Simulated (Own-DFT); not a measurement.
# How strain changes the stress of wurtzite GaN, 72 atoms (Ga36N36)

These are calculations, not measurements. The program, named Own-DFT, is a retired in-house plane-wave density functional code that no person has reviewed. Each row is one single-point run on a periodic cell that was not relaxed, without spin or spin-orbit coupling.

Settings of every run: PBE; PseudoDojo norm-conserving scalar-relativistic files (stringent for Ga); cutoff 96 hartree; 4 x 4 x 3 k mesh centred on Gamma; Gaussian smearing of 0.01 eV.

Known limits: forces not confirmed at this smearing and k mesh; stress not checked against mesh or cutoff.

Unstrained cell vectors in Å: (9.567, 0.000, 0.000); (-4.783, 8.285, 0.000); (0.000, 0.000, 10.370). The unstrained cell has measured lattice constants (interpolated for alloys), not those of this functional. That, the random moves and any unrelaxed bonds set the pressure at no strain. Each run strains this cell uniformly, with the atoms carried along. Every atom was also moved at random, by a Gaussian of width 0.05 Å on each axis. Strain is the symmetric tensor, in per cent. Stress is positive in tension, and the pressure is minus a third of its trace.

```
run,e_xx (%),e_yy (%),e_zz (%),e_yz (%),e_xz (%),e_xy (%),s_xx (GPa),s_yy (GPa),s_zz (GPa),s_yz (GPa),s_xz (GPa),s_xy (GPa),P (GPa),E (meV/atom)
1,1.93,-1.26,0.47,0.55,-1.47,0.63,-1.28,-9.14,-4.99,1.56,-3.76,1.98,5.14,15.9
2,0.86,-1.92,0.41,-1.45,0.50,1.65,-6.35,-12.64,-7.62,-2.68,-0.06,4.95,8.87,33.8
3,0.96,1.50,-0.21,1.10,1.45,-1.69,-2.18,-0.56,-6.21,2.34,3.19,-3.88,2.98,12.9
4,-0.25,-0.91,0.58,-1.01,1.31,-0.48,-10.38,-9.67,-5.75,-2.67,3.05,-0.63,8.60,24.6
5,1.18,-1.05,-1.75,1.19,-1.25,-0.36,-6.04,-11.16,-15.39,2.53,-1.58,-1.91,10.86,37.9
6,0.20,0.12,0.62,-1.80,-0.27,1.03,-6.18,-5.97,-4.44,-4.41,-0.37,4.11,5.53,17.0
7,1.69,0.15,1.97,1.51,1.11,-1.73,0.78,-4.41,1.74,3.53,2.03,-5.03,0.63,14.4
8,-0.40,1.62,1.88,1.69,-1.93,-0.61,-5.91,-0.47,0.47,3.69,-4.36,-1.06,1.97,26.4
9,1.58,1.71,0.08,0.47,-0.24,1.10,1.60,1.75,-5.74,1.56,-0.63,3.10,0.80,0.0
10,-0.03,0.05,-1.58,-2.00,1.87,-0.69,-8.09,-6.03,-18.07,-4.03,4.13,-2.08,10.73,38.6
11,1.55,-0.64,-0.10,0.08,1.21,0.33,-1.19,-9.53,-7.32,-0.47,1.76,1.34,6.01,25.1
12,-0.31,1.27,1.19,-0.23,0.77,1.43,-6.03,-1.69,-1.87,-0.81,1.75,4.53,3.19,7.6
13,0.71,1.17,-1.91,0.44,0.59,-1.92,-3.32,-3.28,-17.40,0.65,1.46,-4.92,8.00,40.5
14,-0.85,0.43,-1.43,-1.11,-1.26,1.71,-11.81,-8.29,-15.45,-3.19,-2.91,5.26,11.85,54.9
15,-1.05,1.02,1.79,1.42,-1.87,-0.21,?,?,?,?,?,?,?,?
```

E is the free energy for each atom above the lowest run shown.

## Worked fit

Each stress component was fitted by least squares to a constant and the strains of the runs shown, as fractions, with shears doubled. Shear strains stay in the fit of a normal stress only where such slopes are resolved. The slopes, in GPa:

| stress | at no strain | per e_xx | per e_yy | per e_zz | scatter |
|---|---|---|---|---|---|
| s_xx | -7.7 | 428 ± 19 | 153 ± 14 | 56 ± 13 | 0.59 |
| s_yy | -6.9 | 88 ± 31 | 371 ± 23 | 56 ± 21 | 0.95 |
| s_zz | -8.5 | 96 ± 35 | 57 ± 27 | 483 ± 24 | 1.11 |

Each shear stress against twice its own strain: yz 102 ± 12, xz 104 ± 10, xy 135 ± 9 GPa. These are stiffnesses along x, y and z of the frame in which the cell vectors are given, which need not be the crystal's axes. The atoms are held to the strained lattice; where symmetry lets them move under strain, relaxing them would lower some slopes. The table should be nearly symmetric about its diagonal, and what it lacks of that shows the noise. A ninth of its sum, 199 ± 4 GPa, estimates the bulk modulus near the mean pressure of these runs, 6.1 GPa, so it lies above the value at zero pressure.

## Withheld run

Question: what normal stresses and pressure should run 15 give?

The fit gives s_xx = -9.6, s_yy = -3.1, s_zz = -0.3 and P = 4.3 GPa. The calculation gave -10.00, -1.05, -0.08 and P = 3.71 GPa.
